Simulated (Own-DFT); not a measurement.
# PBE against PBEsol on the same cells

These are calculations, not measurements. The program, named Own-DFT, is a retired in-house plane-wave density functional code that no person has reviewed. Each row is one single-point run on a periodic cell that was not relaxed, without spin or spin-orbit coupling.

Known limits: forces on such cells failed a check on a denser k mesh; stress not checked against mesh or cutoff.

Each cell was run twice at the same cutoff, k mesh and smearing, with PBE and with PBEsol, on PseudoDojo norm-conserving files made for PBE. Atoms were moved at random from their sites; u is the rms move along one axis. Files made for PBEsol would give a somewhat different change.

```
                                              cell  atoms  volume (Å³/atom)  u (Å)  cutoff (hartree)  P with PBE (GPa)  P with PBEsol (GPa)  change (GPa)
           C11b WSi2 with one Si vacancy (Si19W10)     29             13.90  0.048                50              4.03                 0.04         -3.99
           C11b WSi2 with one Si vacancy (Si19W10)     29             13.90  0.054                50              5.11                 1.11         -4.00
           C11b WSi2 with one Si vacancy (Si19W10)     29             13.90  0.028                50              3.27                -0.71         -3.98
C40 NbSi2 with two Si on a Nb site each (Nb10Si26)     36             14.64  0.047                42              2.13                -1.22         -3.35
C40 NbSi2 with two Si on a Nb site each (Nb10Si26)     36             14.64  0.053                42              2.19                -1.17         -3.36
C40 NbSi2 with two Si on a Nb site each (Nb10Si26)     36             14.64  0.081                42              4.97                 1.61         -3.36
                            D0_22 TiAl3 (Al30Ti10)     40             15.63  0.156                42              8.60                 6.70         -1.91
                            D0_22 TiAl3 (Al30Ti10)     40             15.63  0.020                42              1.97                 0.07         -1.90
                            D0_22 TiAl3 (Al30Ti10)     40             15.63  0.048                42              2.60                 0.69         -1.90
                              L1_0 TiAl (Al16Ti16)     32             15.96  0.051                42              2.62                -0.26         -2.88
                              L1_0 TiAl (Al16Ti16)     32             16.06  0.020                42              1.16                -1.68         -2.84
                              L1_0 TiAl (Al16Ti16)     32             16.06  0.137                42              6.05                    ?             ?
```

## Worked reading

Mean change of pressure by composition, in GPa: Si19W10, -3.99; Nb5Si13, -3.35; AlTi, -2.86; Al3Ti, -1.91. At a fixed cell PBEsol gives the lower pressure, because it favours a smaller volume than PBE. Here the change varies more between materials than between cells of one material.

## Withheld value

Question: what PBEsol pressure should the Al16Ti16 cell with the blank give?

Adding the mean change of the cells with its composition, -2.86 GPa, to 6.05 gives 3.2 GPa. The calculation gave 3.18 GPa.
